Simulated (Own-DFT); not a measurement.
GaN (wurtzite, strained, atoms displaced) (calculated)

All values are calculated (Own-DFT development build). A calculation, not a measurement: plane-wave PBE density functional theory by an unreviewed code, no spin, of a simulated periodic cell, stress positive in tension, free energy of the whole cell less one offset for each atom, forces on such cells passed a denser k mesh, this cell's mesh not checked; offsets are fitted by least squares, one for each functional and potential file, so energies compare only between cells with the same atoms and settings and are not formation energies; the far tail of each file's local potential was reset to the Coulomb form; each entry is a single point on an unrelaxed cell, so the pressure reflects the starting lattice, mostly measured values (interpolated for alloys), from which strain is counted, and rises with the displacements; printed positions are rounded, which can move forces by about a meV/angstrom; the program, named Own-DFT, is a retired in-house code; no spin-orbit coupling.

Settings shared by all entries: functional PBE; potential files PseudoDojo norm-conserving, scalar-relativistic, standard set with the stringent files for Ga; wave cutoff 96 hartree; occupations Gaussian; smearing width 0.01 eV; k mesh 3 x 4 x 3 centred on Gamma.

(1) GaN (wurtzite, strained, atoms displaced)

```
CELL_PARAMETERS angstrom
12.75600 0.00000 0.00000
-4.78350 8.28530 -0.08290
0.00000 -0.10370 10.37000
ATOMIC_POSITIONS crystal
Ga 0.08395 0.22080 0.99156
Ga 0.16348 0.10744 0.25466
N 0.08824 0.22122 0.18529
N 0.17442 0.11123 0.44585
Ga 0.08258 0.22473 0.49504
Ga 0.15163 0.10258 0.75879
N 0.08076 0.21714 0.69852
N 0.16025 0.10666 0.94600
Ga 0.07680 0.55884 0.99983
Ga 0.16385 0.43594 0.25714
N 0.08074 0.56119 0.19423
N 0.16917 0.44304 0.44968
Ga 0.08066 0.55243 0.50956
Ga 0.16642 0.43711 0.74501
N 0.08645 0.55953 0.68519
N 0.16724 0.44500 0.94240
Ga 0.08053 0.87691 0.99936
Ga 0.17340 0.78669 0.25266
N 0.07939 0.88770 0.19056
N 0.16716 0.78583 0.43840
Ga 0.09195 0.89739 0.49618
Ga 0.16117 0.77398 0.75447
N 0.08342 0.88598 0.68599
N 0.16407 0.77237 0.93690
Ga 0.33894 0.23160 0.00105
Ga 0.41624 0.10667 0.24848
N 0.32681 0.22139 0.18658
N 0.41969 0.11010 0.43304
Ga 0.33134 0.22370 0.49777
Ga 0.42179 0.11368 0.75098
N 0.34190 0.23407 0.68791
N 0.41764 0.12112 0.92885
Ga 0.33322 0.55613 0.00518
Ga 0.41072 0.45092 0.25494
N 0.33889 0.55685 0.19375
N 0.41246 0.44933 0.44177
Ga 0.32006 0.54731 0.49690
Ga 0.41821 0.44724 0.75755
N 0.33233 0.56250 0.68419
N 0.41552 0.45076 0.94955
Ga 0.33321 0.88997 0.99679
Ga 0.41613 0.77810 0.23978
N 0.32892 0.87850 0.20102
N 0.41823 0.78079 0.44155
Ga 0.33639 0.88760 0.49982
Ga 0.42451 0.78608 0.75030
N 0.33240 0.89265 0.69227
N 0.42306 0.78018 0.94700
Ga 0.57922 0.22158 0.00937
Ga 0.66747 0.11366 0.24787
N 0.57882 0.22486 0.19434
N 0.66079 0.11103 0.44408
Ga 0.58058 0.20931 0.49928
Ga 0.66540 0.10771 0.75411
N 0.57789 0.21728 0.68985
N 0.66124 0.10503 0.93572
Ga 0.57280 0.54609 0.00396
Ga 0.66282 0.44487 0.25280
N 0.58558 0.56300 0.18307
N 0.66592 0.44746 0.44454
Ga 0.58160 0.55824 0.50035
Ga 0.66100 0.44427 0.74649
N 0.58291 0.55467 0.68437
N 0.65856 0.43495 0.94364
Ga 0.57966 0.88703 0.99918
Ga 0.66758 0.77401 0.25004
N 0.58223 0.89876 0.18860
N 0.67445 0.78475 0.43558
Ga 0.58623 0.88517 0.49738
Ga 0.66313 0.78461 0.75443
N 0.58097 0.88584 0.68976
N 0.66612 0.77906 0.93647
Ga 0.83164 0.21979 0.99514
Ga 0.90725 0.10222 0.25504
N 0.83770 0.22464 0.19858
N 0.91457 0.11678 0.44087
Ga 0.84566 0.23698 0.50486
Ga 0.92349 0.10591 0.74047
N 0.83236 0.22648 0.68902
N 0.91329 0.10938 0.93574
Ga 0.83130 0.56213 0.99846
Ga 0.91677 0.45979 0.24603
N 0.83176 0.56197 0.17695
N 0.91205 0.44421 0.44249
Ga 0.83933 0.55400 0.50181
Ga 0.91769 0.45036 0.74827
N 0.83970 0.55836 0.69524
N 0.91054 0.45429 0.93531
Ga 0.83278 0.89215 0.99671
Ga 0.92002 0.77121 0.24865
N 0.83083 0.89164 0.19616
N 0.91855 0.77540 0.43141
Ga 0.83378 0.89307 0.50427
Ga 0.91076 0.78166 0.74376
N 0.83896 0.89430 0.68928
N 0.91128 0.77868 0.92693
```

```
free energy of cell above offsets : -3.441 eV
pressure                          : 7.6 GPa
stress xx                         : -8.36 GPa
stress yy                         : -7.74 GPa
stress zz                         : -6.69 GPa
stress yz                         : -2.49 GPa
stress xz                         : 0.12 GPa
stress xy                         : 0.18 GPa
```

Force:
```csv
element,x (eV/Å),y (eV/Å),z (eV/Å)
Ga,-1.169,0.48,1.601
Ga,0.186,0.347,-0.68
N,-1.387,-0.232,0.84
N,-2.819,0.494,-1.437
Ga,0.777,-1.355,0.964
Ga,3.263,-0.023,-0.362
N,0.677,1.153,-2.43
N,1.677,-0.562,-0.833
Ga,0.978,-1.297,0.646
Ga,-0.592,0.85,-1.115
N,1.152,-0.267,-0.472
N,-3.707,-1.371,-2.032
Ga,-0.306,1.382,-2.399
Ga,-0.047,1.836,1.259
N,-0.013,-1.148,1.813
N,-0.622,0.323,-0.679
Ga,-1.362,1.319,0.274
Ga,-1.96,-1.342,0.527
N,1.265,-0.02,-0.73
N,1.403,-1.614,0.303
Ga,-1.339,-1.347,1.052
Ga,0.884,1.055,-1.268
N,-0.791,0.233,0.259
N,0.467,0.544,0.618
Ga,-1.158,-1.385,0.041
Ga,-1.199,0.405,0.432
N,1.244,0.081,0.677
N,-1.273,-0.03,0.721
Ga,2.55,1.01,1.232
Ga,-1.828,-0.067,-1.319
N,-1.033,-1.319,0.433
N,0.116,-1.257,2.824
Ga,-1.094,0.316,0.013
Ga,2.685,-1.501,0.279
N,-2.705,0.288,-0.804
N,0.611,-0.328,-0.537
Ga,4.003,3.446,1.507
Ga,-0.602,0.319,-1.034
N,0.573,-0.625,1.189
N,-0.522,-0.823,-1.78
Ga,0.056,0.379,0.321
Ga,1.004,0.16,2.207
N,0.382,1.922,-2.913
N,0.349,-1.224,-0.906
Ga,-0.678,0.564,0.433
Ga,-2.151,-1.143,0.192
N,0.283,-0.713,0.036
N,-2.395,-0.955,-1.242
Ga,0.54,-0.18,-1.208
Ga,0.002,0.626,1.277
N,0.952,-0.228,-0.589
N,3.142,-0.706,-1.192
Ga,-1.55,2.067,0.875
Ga,-0.304,0.995,-1.177
N,1.745,0.699,-0.501
N,0.033,0.725,1.271
Ga,2.216,1.69,-0.748
Ga,0.06,0.787,0.351
N,-0.516,-1.323,1.686
N,0.537,-0.405,-0.639
Ga,0.077,-0.051,-0.342
Ga,1.216,-0.432,0.68
N,-0.475,1.186,1.093
N,-0.025,1.08,-0.833
Ga,1.961,0.984,0.973
Ga,-0.828,1.154,-0.222
N,0.906,-1.28,-0.28
N,-0.727,-0.937,0.557
Ga,-0.935,0.617,0.014
Ga,1.326,-1.053,-0.572
N,0.843,0.917,-0.773
N,-0.185,-0.649,0.768
Ga,-0.36,0.663,0.699
Ga,1.275,1.564,-0.562
N,-1.226,0.8,-1.543
N,1.306,-0.501,0.382
Ga,-2.397,-1.737,-0.067
Ga,-3.399,1.214,1.955
N,0.965,-0.575,0.474
N,0.421,0.437,-0.414
Ga,-1.22,-0.232,-1.508
Ga,0.425,-1.552,0.591
N,-0.254,-1.122,1.825
N,1.97,0.544,-1.433
Ga,-2.515,1.187,0.776
Ga,0.66,-0.694,0.618
N,-2.061,0.044,-1.338
N,1.554,-1.314,0.408
Ga,-0.044,-0.258,0.951
Ga,-1.738,1.111,0.22
N,1.085,-1.176,-1.632
N,-0.14,0.595,1.587
Ga,1.079,-0.458,-1.087
Ga,2.183,-1.015,0.216
N,-2.06,-0.987,-0.952
N,0.651,0.22,1.645
```

(2) GaN (wurtzite, strained, atoms displaced)

```
CELL_PARAMETERS angstrom
12.75600 0.00000 -0.12760
-4.78350 8.28530 0.04780
-0.10370 0.00000 10.37000
ATOMIC_POSITIONS crystal
Ga 0.08635 0.21789 0.00982
Ga 0.16704 0.11663 0.23935
N 0.08191 0.22512 0.19012
N 0.16681 0.10620 0.43465
Ga 0.08318 0.21431 0.49525
Ga 0.17081 0.11242 0.75661
N 0.07907 0.22115 0.68333
N 0.16636 0.11374 0.94023
Ga 0.07827 0.55099 0.99307
Ga 0.16922 0.44543 0.24705
N 0.08181 0.54841 0.18654
N 0.15951 0.44754 0.44252
Ga 0.08059 0.54803 0.49556
Ga 0.18142 0.44987 0.75986
N 0.07772 0.55263 0.69314
N 0.15957 0.43222 0.93823
Ga 0.07664 0.88188 0.00102
Ga 0.17265 0.78036 0.24795
N 0.08582 0.88842 0.18685
N 0.15848 0.77567 0.44345
Ga 0.07951 0.89897 0.49061
Ga 0.17739 0.78721 0.75352
N 0.08355 0.88828 0.68757
N 0.16413 0.77531 0.93135
Ga 0.32786 0.21940 0.00091
Ga 0.41092 0.10177 0.24621
N 0.32294 0.21758 0.19201
N 0.42266 0.10601 0.44172
Ga 0.33376 0.22895 0.49543
Ga 0.41104 0.11081 0.75138
N 0.33837 0.21694 0.69306
N 0.41394 0.11631 0.93539
Ga 0.33318 0.55250 0.00353
Ga 0.41501 0.44459 0.25047
N 0.33369 0.55287 0.20146
N 0.42429 0.45952 0.43640
Ga 0.32832 0.55026 0.49734
Ga 0.41327 0.44602 0.74933
N 0.33572 0.56213 0.68493
N 0.41555 0.45152 0.93714
Ga 0.33117 0.88828 0.99720
Ga 0.41340 0.77628 0.24187
N 0.33677 0.89586 0.17866
N 0.40804 0.77642 0.44783
Ga 0.33833 0.89775 0.49690
Ga 0.41896 0.77874 0.74773
N 0.33720 0.89545 0.68339
N 0.41830 0.77454 0.93490
Ga 0.58764 0.22243 0.99997
Ga 0.67059 0.11053 0.24768
N 0.57625 0.20946 0.18765
N 0.67236 0.12067 0.44877
Ga 0.58428 0.22758 0.50192
Ga 0.66336 0.11383 0.74432
N 0.59113 0.22186 0.69651
N 0.67211 0.12016 0.93985
Ga 0.58761 0.54815 0.99440
Ga 0.67105 0.43944 0.25051
N 0.57877 0.55472 0.18459
N 0.67394 0.45325 0.44074
Ga 0.58147 0.55268 0.49460
Ga 0.66365 0.44108 0.75462
N 0.58367 0.55874 0.68855
N 0.67188 0.44849 0.94046
Ga 0.58246 0.88331 0.99616
Ga 0.66521 0.78140 0.25332
N 0.58358 0.88719 0.18938
N 0.66278 0.77762 0.43913
Ga 0.57624 0.88334 0.50087
Ga 0.65845 0.78402 0.75013
N 0.58205 0.89598 0.69056
N 0.66061 0.76790 0.93400
Ga 0.83868 0.22985 0.00597
Ga 0.91749 0.10278 0.25344
N 0.83549 0.21236 0.18608
N 0.92194 0.10721 0.43486
Ga 0.83143 0.22652 0.50470
Ga 0.91546 0.11129 0.74973
N 0.83600 0.22599 0.69435
N 0.91415 0.10832 0.94041
Ga 0.83744 0.56355 0.99393
Ga 0.91833 0.44964 0.24463
N 0.82284 0.54076 0.18485
N 0.92416 0.46014 0.43294
Ga 0.83310 0.54667 0.50331
Ga 0.91123 0.43272 0.75452
N 0.83382 0.54898 0.68438
N 0.91501 0.43685 0.94343
Ga 0.83814 0.88296 0.00327
Ga 0.91609 0.77319 0.26084
N 0.83433 0.89263 0.18881
N 0.91938 0.77962 0.43727
Ga 0.82626 0.88909 0.49331
Ga 0.92002 0.77536 0.74913
N 0.84024 0.90113 0.69222
N 0.91560 0.76881 0.94145
```

```
free energy of cell above offsets : -3.880 eV
pressure                          : 7.2 GPa
stress xx                         : -8.13 GPa
stress yy                         : -6.96 GPa
stress zz                         : -6.5 GPa
stress yz                         : -0.06 GPa
stress xz                         : -2 GPa
stress xy                         : -0.07 GPa
```

Force:
```csv
element,x (eV/Å),y (eV/Å),z (eV/Å)
Ga,-1.794,-0.146,-1.712
Ga,-1.074,-1.748,1.703
N,0.309,-0.229,0.478
N,0.241,2.368,-0.961
Ga,-0.185,1.17,1.082
Ga,-1.338,-0.422,-1.634
N,1.704,0.616,0.769
N,-0.077,-1.212,0.393
Ga,1.124,0.358,0.457
Ga,-1.096,-0.213,1.221
N,0.091,1.341,-0.663
N,2.849,-1.726,-1.615
Ga,-0.761,2.196,2.473
Ga,-2.972,-1.11,-2.071
N,1.383,0.39,-0.01
N,0.847,1.262,1.373
Ga,1.416,0.766,-0.183
Ga,-0.812,-0.811,0.919
N,-0.722,-0.26,0.172
N,1.361,0.864,-1.248
Ga,1.795,-1.919,2.141
Ga,-1.358,-1.546,-2.466
N,0.307,0.696,0.079
N,0.037,0.203,2.01
Ga,0.972,1.011,0.018
Ga,0.157,1.89,0.934
N,2.571,1.227,-0.751
N,-1.652,2.222,-1.442
Ga,0.828,-0.728,0.56
Ga,3.026,-0.654,0.211
N,-2.856,2.133,-1.757
N,0.612,-0.384,1.001
Ga,-0.637,0.24,0.112
Ga,1.44,-0.403,-0.335
N,-0.76,0.573,-1.951
N,-1.359,-2.166,0.043
Ga,-0.66,0.67,0.142
Ga,1.144,-0.064,-0.073
N,0.562,-0.505,0.001
N,0.692,-1.366,0.276
Ga,0.363,0.235,-1.257
Ga,0.653,0.701,1.466
N,-0.159,-1.817,0.817
N,1.375,-0.326,-1.966
Ga,-1.951,-1.99,0.929
Ga,-0.877,0.539,-0.055
N,0.405,-0.369,0.899
N,-1.225,0.03,0.654
Ga,-0.682,-0.193,-0.102
Ga,-0.215,0.062,0.635
N,0.258,1.044,0.308
N,-0.951,-1.514,-1.531
Ga,0.765,0.201,0.56
Ga,2.809,-0.555,1.924
N,-3.8,1.299,-1.609
N,-0.022,-1.399,-0.357
Ga,-1.783,0.783,0.914
Ga,-2.429,-0.667,0.146
N,0.941,-0.217,0.55
N,-1.184,-1.146,-0.682
Ga,1.429,0.989,1.476
Ga,0.424,0.824,-0.932
N,-0.281,-0.353,-0.299
N,0.11,-1.008,-0.397
Ga,0.627,1.133,0.382
Ga,0.713,-0.978,-0.926
N,-0.869,0.068,-0.295
N,-0.428,-0.075,-0.031
Ga,0.1,0.939,-0.096
Ga,2.585,-0.475,-0.239
N,-0.082,-0.427,-0.8
N,0.789,0.89,0.819
Ga,0.174,-2.271,-0.673
Ga,-0.445,1.204,-0.518
N,-0.722,1.077,1.46
N,-1.767,0.303,0.607
Ga,2.006,0.756,-0.223
Ga,0.761,0.887,0.868
N,-0.679,-1.621,-1.223
N,0.787,-0.105,0.319
Ga,0.446,-2.854,1.417
Ga,0.346,-1.226,0.436
N,1.515,2.141,-0.468
N,-0.993,-2.424,-0.273
Ga,0.457,1.695,-0.192
Ga,0.804,2.167,-0.008
N,-0.843,0.393,1.618
N,-1.078,1.612,-0.698
Ga,-1.819,0.761,-0.774
Ga,-0.105,-0.163,-2.302
N,0.44,-1.841,0.248
N,-1.877,-0.823,1.155
Ga,1.556,0.028,1.706
Ga,-0.581,0.181,-0.788
N,-0.802,-2.604,-1.073
N,-0.35,1.908,-1.221
```
